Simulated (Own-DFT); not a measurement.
# Response to strain: wurtzite AlGaN with randomly placed atoms, 96 atoms (Al36Ga12N48)

These are calculations, not measurements. They come from Own-DFT, an in-house plane-wave density functional program, since retired, whose code no person has reviewed. Each row is one single-point run on a periodic cell that was not relaxed, without spin or spin-orbit coupling.

Settings of every run: PBE; PseudoDojo norm-conserving scalar-relativistic files (stringent for Ga); cutoff 96 hartree; 3 x 4 x 3 k mesh centred on Gamma; Gaussian smearing of 0.01 eV.

Known limits: k mesh not checked against a denser one; stress not checked against mesh or cutoff.

Unstrained cell vectors in Å: (12.525, 0.000, 0.000); (-4.697, 8.135, 0.000); (0.000, 0.000, 10.066). The unstrained cell has measured lattice constants (interpolated for alloys), not those of this functional. That, the random moves and any unrelaxed bonds set the pressure at no strain. Each run strains this cell uniformly, with the atoms carried along. Every atom was also moved at random, by a Gaussian of width 0.05 Å on each axis. The random placing of the alloy's atoms differs from row to row. Strain is the symmetric tensor, in per cent. Stress is positive in tension, and the pressure is minus a third of its trace.

```
run  e_xx (%)  e_yy (%)  e_zz (%)  s_xx (GPa)  s_yy (GPa)  s_zz (GPa)  P (GPa)  E (meV/atom)
  1      2.00      2.00      0.00        3.78        4.52       -3.96    -1.44           8.9
  2     -0.50     -0.50      0.00      -11.32       -9.53       -4.53     8.46          13.6
  3     -0.75     -0.75      0.00       -9.72      -11.26       -9.36    10.12          36.3
  4     -1.75     -1.75      0.00      -16.34      -17.24      -10.62    14.73          49.3
  5      0.50      0.50      0.00       -2.07       -3.00       -6.15     3.74           0.0
  6     -2.25     -2.25      0.00      -20.55      -21.22      -10.13    17.30          53.2
  7      2.25      2.25      0.00        6.23        4.93       -4.56    -2.20          10.4
  8     -1.50     -1.50      0.00      -13.94      -15.57       -9.96    13.16          31.7
  9      1.25      1.25      0.00           ?           ?           ?        ?             ?
```

E is the free energy for each atom above the lowest run shown.

## Worked fit

The change of volume is close to e_xx + e_yy + e_zz. A straight line through the runs shown gives P = 6.96 - 215 x (fractional change of volume) GPa, with an error of 8 on the slope and a scatter of 0.68 GPa. The strain isn't the same on all axes and the cell isn't cubic, so the slope belongs to this path and is not the bulk modulus.

## Withheld run

Question: what pressure should run 9 give? Its volume changes by 2.52 %.

The line gives 1.5 GPa. The calculation gave 1.47 GPa.
